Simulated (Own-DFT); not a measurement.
# How strain changes the stress of wurtzite AlGaN with randomly placed atoms, 72 atoms (Al27Ga9N36)

Calculated results; nothing here was measured. They come from Own-DFT, an in-house plane-wave density functional program, since retired, whose code no person has reviewed. Each row is one single-point run on a periodic cell that was not relaxed, without spin or spin-orbit coupling.

Settings of every run: PBE; PseudoDojo norm-conserving scalar-relativistic files (stringent for Ga); cutoff 96 hartree; 4 x 4 x 3 k mesh centred on Gamma; Gaussian smearing of 0.01 eV.

Known limits: forces on such cells passed a denser k mesh, each cell not checked; stress not checked against mesh or cutoff.

Unstrained cell vectors in Å: (9.394, 0.000, 0.000); (-4.697, 8.135, 0.000); (0.000, 0.000, 10.066). The unstrained cell has measured lattice constants (interpolated for alloys), not those of this functional. That, the random moves and any unrelaxed bonds set the pressure at no strain. Each run strains this cell uniformly, with the atoms carried along. Every atom was also moved at random, by a Gaussian of width 0.05 Å on each axis. The random placing of the alloy's atoms differs from row to row. Strain is the symmetric tensor, in per cent. Stress is positive in tension, and the pressure is minus a third of its trace.

| run | e_xx (%) | e_yy (%) | e_zz (%) | s_xx (GPa) | s_yy (GPa) | s_zz (GPa) | P (GPa) | E (meV/atom) |
|---|---|---|---|---|---|---|---|---|
| 1 | -2.50 | -2.50 | 0.00 | -24.28 | -22.24 | -9.64 | 18.72 | 49.7 |
| 2 | -2.00 | -2.00 | 0.00 | -16.22 | -19.67 | -10.15 | 15.35 | 18.0 |
| 3 | -3.00 | -3.00 | 0.00 | -22.96 | -29.42 | -13.37 | 21.92 | 84.4 |
| 4 | -1.50 | -1.50 | 0.00 | -14.70 | -15.39 | -9.29 | 13.12 | 18.3 |
| 5 | 3.00 | 3.00 | 0.00 | 6.55 | 8.68 | -0.38 | -4.95 | 2.2 |
| 6 | 1.00 | 1.00 | 0.00 | -2.71 | -0.48 | -3.75 | 2.31 | 0.0 |
| 7 | 0.25 | 0.25 | 0.00 | -5.12 | -4.44 | -6.81 | 5.45 | 3.8 |
| 8 | 0.50 | 0.50 | 0.00 | -3.57 | -4.03 | -6.70 | 4.77 | 10.8 |
| 9 | -2.75 | -2.75 | 0.00 | ? | ? | ? | ? | ? |

E is the free energy for each atom above the lowest run shown.

## Worked fit

The change of volume is close to e_xx + e_yy + e_zz. A straight line through the runs shown gives P = 7.32 - 222 x (fractional change of volume) GPa, with an error of 9 on the slope and a scatter of 1.01 GPa. The strain isn't the same on all axes and the cell isn't cubic, so the slope belongs to this path and is not the bulk modulus.

## Withheld run

Question: what pressure should run 9 give? Its volume changes by -5.42 %.

The line gives 19.3 GPa. The calculation gave 20.61 GPa.
